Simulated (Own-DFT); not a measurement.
# Computed records: Si2SnGe13 (diamond-structure random alloy, atoms displaced)

Computed with Own-DFT development build. A calculation, not a measurement: plane-wave density functional theory by an unreviewed code, no spin, of a simulated periodic cell, stress positive in tension, run twice, with PBE and with PBEsol, both on files made for PBE, so the change isn't that of files made for PBEsol, forces on such cells moved up to 12 meV/angstrom on a denser k mesh; the far tail of each file's local potential was reset to the Coulomb form; each entry is a single point on an unrelaxed cell, so the pressure reflects the starting lattice, mostly measured values (interpolated for alloys), from which strain is counted, and rises with the displacements; printed positions are rounded, which can move forces by about a meV/angstrom; the program, named Own-DFT, is a retired in-house code; no spin-orbit coupling; stress was not checked against mesh or cutoff.

Common to all runs: functional PBE, then PBEsol; potential files PseudoDojo norm-conserving, scalar-relativistic, standard set; wave cutoff 49 hartree; occupations Fermi-Dirac; smearing width 0.1 eV; k mesh 3 x 3 x 3 centred on Gamma.

(1) 
```xyz
64
Lattice="11.3631 0.0000 0.0000 0.0000 11.3631 0.0000 0.0000 0.0000 11.3631" Properties=species:S:1:pos:R:3:PBE_force_x:R:1:PBE_force_y:R:1:PBE_force_z:R:1:PBEsol_force_x:R:1:PBEsol_force_y:R:1:PBEsol_force_z:R:1 formula=Si2SnGe13 PBE_pressure=4.26 PBE_stress_xx=-4.26 PBE_stress_yy=-4.32 PBE_stress_zz=-4.21 PBE_stress_yz=-0.11 PBE_stress_xz=0.44 PBE_stress_xy=-0.03 PBEsol_pressure=1.43 PBEsol_stress_xx=-1.42 PBEsol_stress_yy=-1.49 PBEsol_stress_zz=-1.37 PBEsol_stress_yz=-0.1 PBEsol_stress_xz=0.42 PBEsol_stress_xy=-0.02 rms_change_of_force_components_from_PBE_to_PBEsol=0.037
Ge    11.3590    11.3629     0.0196     -0.935     -1.005     -0.824     -0.875     -0.946     -0.836
Ge    11.3555     2.8101     2.8511     -0.699       1.68      1.105     -0.686      1.625      1.079
Ge     2.8151    11.3379     2.8188      1.216     -1.311       2.07      1.211     -1.238      1.969
Ge     2.8964     2.8164     0.0237     -1.667     -0.306     -2.751     -1.603     -0.303     -2.669
Sn     1.4505     1.4169     1.4574     -0.535      0.222       -0.7     -0.516      0.213      -0.68
Ge     1.4270     4.3039     4.3163      0.309     -0.245     -0.681       0.31     -0.307     -0.668
Ge     4.2603     1.4584     4.2439      0.032     -0.783     -0.033      0.032     -0.742     -0.028
Sn     4.2080     4.2525     1.3434      0.787      0.943      1.132       0.81      0.864      1.053
Ge    11.3541    11.3361     5.6094      0.165      0.266      0.581      0.121      0.298      0.603
Ge     0.0618     2.8485     8.5387     -0.763      0.184     -0.349     -0.707      0.148     -0.309
Ge     2.8090    11.3273     8.5145     -0.031      0.612      0.191     -0.029      0.588      0.182
Ge     2.8886     2.8149     5.6737     -0.723      0.202      0.158     -0.696      0.198      0.151
Ge     1.4078     1.4106     7.0997      0.139     -0.149      -0.39      0.143     -0.142     -0.371
Ge     1.4183     4.3267     9.8924        0.2     -0.668      0.959      0.197     -0.645      0.922
Ge     4.2140     1.4221     9.9693      0.437     -0.768      -0.27      0.426     -0.736     -0.255
Ge     4.2392     4.2640     7.0707      0.396     -0.355      0.673      0.383     -0.345      0.649
Ge     0.0011     5.7047     0.0133     -0.609     -0.519     -0.261     -0.578     -0.494     -0.254
Ge    11.3436     8.5406     2.8009      0.132        0.4      0.499      0.129      0.323      0.482
Si     2.8615     5.6602     2.7997     -1.036      1.414      1.673     -1.053      1.351      1.605
Sn     2.8316     8.4692     0.0256      0.109      0.233     -0.445      0.101      0.227     -0.437
Ge     1.3791     7.0626     1.4145     -0.353     -0.769      1.581     -0.377     -0.716      1.491
Si     1.4596     9.9397     4.3444      -0.48     -0.017     -1.355     -0.469     -0.014     -1.323
Si     4.3121     7.0832     4.2529      -0.36      0.119     -0.537     -0.351      0.109     -0.455
Ge     4.2463     9.9388     1.4354      1.155      0.395      0.944      1.089      0.421       0.88
Si     0.0374     5.6279     5.7082     -0.975      0.256      0.353     -0.917       0.28      0.311
Ge    11.3530     8.5458     8.5574      0.042     -0.098     -0.592      0.042     -0.098     -0.573
Ge     2.8738     5.6707     8.5580     -0.276      0.254     -1.035     -0.271      0.241     -0.991
Ge     2.8110     8.5385     5.6601      0.692     -0.605      0.057      0.673     -0.587      0.129
Ge     1.3799     7.0965     7.0875      0.195     -0.105      0.198      0.221      -0.06      0.228
Ge     1.4177     9.9382     9.9295     -0.746      0.668     -0.212     -0.726      0.649     -0.211
Ge     4.2661     7.0461     9.9285      1.231     -0.216     -0.523      1.188     -0.216     -0.505
Ge     4.2316     9.9924     7.1093      0.278     -0.418     -0.346      0.265     -0.399     -0.326
Ge     5.6905    11.3237     0.0131     -0.412       0.74       0.23     -0.398      0.712      0.222
Ge     5.6132     2.8648     2.8339      1.514     -0.733      0.579      1.466     -0.719      0.569
Sn     8.4851    11.3475     2.8323       1.39      0.273      0.178      1.301       0.31      0.217
Si     8.4969     2.8308     0.0140      0.447     -0.045     -0.084      0.436     -0.046     -0.081
Ge     7.1264     1.4084     1.4370     -1.489      1.617     -1.402     -1.478      1.532     -1.328
Ge     7.0889     4.2868     4.2543     -0.141      -0.63     -0.115     -0.139     -0.605     -0.108
Ge     9.9378     1.4784     4.2887      0.656     -0.167      0.114      0.635     -0.161      0.107
Ge     9.9030     4.2618     1.4604     -0.111     -0.191     -0.394     -0.076     -0.158     -0.347
Ge     5.6925     0.0761     5.7308      -0.19     -0.643     -0.643     -0.184     -0.617     -0.615
Ge     5.6846     2.8056     8.5928     -0.133       0.48     -0.582     -0.128      0.463     -0.565
Ge     8.4699     0.0150     8.4948      0.591     -0.042      0.253      0.575      -0.04      0.242
Ge     8.5019     2.8137     5.6404      0.295      1.039      0.977      0.262      0.971      0.914
Ge     7.1145     1.4356     7.1076     -0.193      0.398       0.16     -0.194      0.373      0.152
Ge     7.1328     4.2575     9.9650      0.286     -0.078     -0.033      0.232     -0.041     -0.055
Ge     9.9625     1.4095     9.9225     -0.483      0.361      0.379     -0.433       0.32      0.345
Si     9.9411     4.2662     7.1642      0.318       -0.2     -0.873      0.277     -0.225     -0.815
Ge     5.7033     5.6595     0.0079      1.132      1.195     -0.938      1.093      1.154     -0.922
Si     5.6791     8.5369     2.8228     -0.125     -0.286      0.427     -0.083     -0.241      0.378
Ge     8.4927     5.7065     2.9056      0.125      0.072     -0.702      0.126      0.067     -0.676
Ge     8.5052     8.5480    11.2989      0.749       0.01       0.46      0.691     -0.018      0.418
Ge     7.1256     7.1508     1.3999     -0.405     -0.031       0.35     -0.366      -0.06      0.304
Ge     7.1194     9.9445     4.2366     -1.851     -1.333      1.369     -1.752     -1.262      1.353
Ge     9.9417     7.0826     4.2691      0.891      -0.27      0.199      0.816     -0.226       0.16
Si     9.9184     9.9705     1.4013      0.911     -1.156     -1.025      0.896     -1.135     -1.009
Ge     5.7056     5.6331     5.6932     -0.464      0.714      -0.13     -0.417      0.657     -0.099
Ge     5.6648     8.5336     8.5044     -0.034      0.124      0.254     -0.034      0.119      0.242
Ge     8.5477     5.7181     8.4949     -0.466     -0.521     -0.283     -0.475     -0.467     -0.234
Ge     8.5482     8.5014     5.6256     -0.144      0.381      0.585     -0.141      0.365      0.562
Ge     7.0783     7.1407     7.0685      0.284     -0.135      0.033      0.279     -0.132      0.033
Ge     7.0946     9.9915     9.9702     -0.176     -0.462      -0.68     -0.171     -0.448     -0.653
Ge     9.9402     7.0869     9.8806      0.099      0.301       0.74      0.093      0.297      0.711
Ge     9.9468     9.9693     7.1146     -0.202     -0.295     -0.275     -0.197     -0.287     -0.268
```

Units: PBE_pressure, PBE_stress_xx, PBE_stress_yy, PBE_stress_zz, PBE_stress_yz, PBE_stress_xz, PBE_stress_xy, PBEsol_pressure, PBEsol_stress_xx, PBEsol_stress_yy, PBEsol_stress_zz, PBEsol_stress_yz, PBEsol_stress_xz, PBEsol_stress_xy in GPa; rms_change_of_force_components_from_PBE_to_PBEsol, PBE_force_x, PBE_force_y, PBE_force_z, PBEsol_force_x, PBEsol_force_y, PBEsol_force_z in eV/Å.

(2) 
```xyz
64
Lattice="11.3631 0.0000 0.0000 0.0000 11.3631 0.0000 0.0000 0.0000 11.3631" Properties=species:S:1:pos:R:3:PBE_force_x:R:1:PBE_force_y:R:1:PBE_force_z:R:1:PBEsol_force_x:R:1:PBEsol_force_y:R:1:PBEsol_force_z:R:1 formula=Si2SnGe13 PBE_pressure=4.19 PBE_stress_xx=-4.17 PBE_stress_yy=-4.19 PBE_stress_zz=-4.21 PBE_stress_yz=-0.36 PBE_stress_xz=-0.3 PBE_stress_xy=0.06 PBEsol_pressure=1.35 PBEsol_stress_xx=-1.33 PBEsol_stress_yy=-1.35 PBEsol_stress_zz=-1.37 PBEsol_stress_yz=-0.33 PBEsol_stress_xz=-0.28 PBEsol_stress_xy=0.06 rms_change_of_force_components_from_PBE_to_PBEsol=0.037
Ge    11.3598    11.3442    11.3578      0.437      0.149      0.014      0.353      0.142      0.021
Ge    11.3238     2.8452     2.8353      1.792     -1.827       1.05      1.707     -1.737      1.049
Si     2.8110     0.0143     2.8843      0.404     -0.416     -0.413      0.439     -0.452     -0.356
Ge     2.8565     2.8856     0.0020     -0.577     -0.907      0.574     -0.524     -0.844      0.524
Si     1.4492     1.3206     1.4596     -0.148      0.917     -0.193     -0.196      0.942     -0.236
Ge     1.4112     4.3033     4.2488       0.36      -0.31     -0.403      0.347     -0.297     -0.377
Ge     4.2675     1.4522     4.2271     -0.363     -0.061       0.16     -0.311     -0.026       0.19
Ge     4.2152     4.2553     1.4479      0.809      0.116     -0.191      0.784      0.114     -0.189
Ge     0.0269     0.0005     5.6514      -0.49     -0.505      0.203     -0.473     -0.488        0.2
Sn     0.0648     2.7689     8.4911     -0.998      1.152      0.407     -0.931      1.076      0.434
Ge     2.8620     0.0578     8.5034     -0.853     -0.415      1.099     -0.806     -0.367      1.036
Ge     2.8401     2.9082     5.6906     -0.503     -0.938      -0.37      -0.48     -0.899     -0.359
Ge     1.3865     1.3448     7.0972      1.852     -0.554     -1.609      1.798      -0.54     -1.551
Ge     1.4569     4.2606     9.9299      0.474      0.837       0.66      0.473      0.811      0.645
Ge     4.2470     1.4313     9.9753      0.049      0.315     -0.224      0.053      0.312     -0.221
Ge     4.2359     4.2407     7.0795      0.853      0.316      0.583      0.816      0.311      0.567
Ge     0.0252     5.6814    11.3613      0.049     -0.178     -1.518      0.044     -0.168     -1.477
Ge     0.0241     8.5468     2.8464     -1.508      0.474      1.029     -1.428      0.507      0.968
Ge     2.8962     5.7255     2.8261      0.454     -0.933      1.193      0.444     -0.912      1.155
Ge     2.8057     8.5137     0.0213      1.236      1.725     -1.973      1.235      1.642     -1.878
Sn     1.4407     7.1457     1.4215     -0.537     -0.864      0.376     -0.514     -0.837      0.362
Ge     1.3919     9.9225     4.2496      0.721      0.355       0.12      0.626      0.343      0.112
Ge     4.3045     7.1263     4.2537     -0.305      0.683      0.126     -0.301      0.595      0.123
Ge     4.2581     9.9191     1.3845     -0.109       0.54      0.731     -0.114      0.519      0.648
Ge     0.0309     5.6681     5.6674     -1.262      0.318     -0.099     -1.151      0.311     -0.097
Ge     0.0464     8.4611     8.5154     -0.233      0.741      0.475     -0.257      0.681      0.423
Ge     2.8897     5.6773     8.5360     -0.429      0.183     -0.403     -0.416       0.17     -0.382
Si     2.7574     8.5186     5.6647      -0.05     -0.774     -0.744     -0.056     -0.762      -0.73
Ge     1.3776     7.0994     7.0691      0.989     -0.238      0.057      0.917     -0.261      0.088
Si     1.3890     9.9343     9.9479      0.517      0.123     -0.321      0.502      0.116     -0.314
Ge     4.2478     7.0800     9.9740      0.471      0.186      0.091       0.45      0.174       0.08
Sn     4.3018     9.9092     7.0626     -1.124      0.143      -0.27     -1.047      0.181     -0.221
Ge     5.6753     0.0255    11.3420      0.366     -0.406      0.219      0.317      -0.36      0.238
Ge     5.7041     2.8443     2.8177     -0.137       0.23      0.133     -0.136      0.224      0.132
Ge     8.5504    11.3123     2.8620     -0.176       0.55     -0.199     -0.164      0.534     -0.186
Ge     8.5182     2.8223     0.0222     -0.604     -0.503     -0.871     -0.589     -0.491     -0.847
Ge     7.1335     1.4406     1.4310     -0.138     -0.624       0.05     -0.136     -0.593      0.043
Ge     7.0935     4.2986     4.2667       -0.1     -0.127      0.112      -0.09     -0.124      0.099
Ge     9.9228     1.3918     4.2970      0.221      0.278     -0.354      0.214      0.275     -0.344
Sn     9.9433     4.2730     1.4506     -0.211      0.207     -0.671     -0.212      0.196     -0.649
Ge     5.6926     0.0535     5.6803      0.369      0.468      -1.27      0.371      0.453     -1.226
Ge     5.7176     2.8401     8.5780     -0.519     -0.356     -0.803     -0.502     -0.346     -0.769
Ge     8.5329     0.0126     8.5298     -0.134      -0.63      0.318     -0.099     -0.576      0.277
Ge     8.5770     2.8953     5.6547     -0.492     -0.248      0.587     -0.504     -0.278      0.527
Ge     7.0958     1.3584     7.0921      0.552      1.199       0.17      0.531      1.154      0.168
Ge     7.1080     4.2236     9.9481      0.393        0.4      0.099      0.373      0.384        0.1
Ge     9.9279     1.4393     9.9629     -0.666      -0.89      0.722      -0.65     -0.871        0.7
Si     9.9746     4.2392     7.0896     -0.746        1.1     -0.438     -0.732      1.077     -0.435
Ge     5.7442     5.6599     0.0306     -1.011     -0.382     -0.389     -0.975     -0.365     -0.374
Si     5.6862     8.5588     2.8122      0.097     -0.247     -0.028      0.096     -0.244      -0.03
Ge     8.4802     5.6891     2.8217       -0.2      1.458      1.482     -0.227      1.383      1.401
Ge     8.5248     8.5276    11.3585     -0.036      0.255     -0.007          0       0.21      0.025
Ge     7.0881     7.0584     1.3907      0.041       1.14       0.61       0.07      1.058      0.561
Ge     7.0802     9.9845     4.2478     -0.186     -0.583     -0.066     -0.145      -0.53     -0.032
Si     9.9386     7.1819     4.2591     -0.053     -0.772     -0.067     -0.052     -0.755     -0.067
Ge     9.9856     9.9661     1.4498     -0.343     -0.402     -0.334      -0.33     -0.389      -0.32
Ge     5.6960     5.7381     5.7165     -0.745     -0.984     -0.611     -0.716     -0.945     -0.592
Ge     5.6747     8.5055     8.5073      1.207     -0.698      1.739      1.143     -0.709      1.645
Ge     8.5058     5.7023     8.5184      0.375     -0.547     -0.394      0.336     -0.504      -0.35
Ge     8.4835     8.5003     5.6719      0.292      0.242      0.003       0.25       0.27      0.035
Ge     7.0345     7.0764     7.0755      0.997      0.516      0.725      0.953      0.498        0.7
Si     7.1009     9.9590     9.9617      0.012     -0.174      -0.36      0.012     -0.169     -0.354
Ge     9.9706     7.0801     9.9487     -0.243      0.161     -0.104     -0.233      0.155       -0.1
Ge     9.9707     9.9162     7.1276     -0.161       0.02     -0.221     -0.157      0.022     -0.213
```

Units: PBE_pressure, PBE_stress_xx, PBE_stress_yy, PBE_stress_zz, PBE_stress_yz, PBE_stress_xz, PBE_stress_xy, PBEsol_pressure, PBEsol_stress_xx, PBEsol_stress_yy, PBEsol_stress_zz, PBEsol_stress_yz, PBEsol_stress_xz, PBEsol_stress_xy in GPa; rms_change_of_force_components_from_PBE_to_PBEsol, PBE_force_x, PBE_force_y, PBE_force_z, PBEsol_force_x, PBEsol_force_y, PBEsol_force_z in eV/Å.
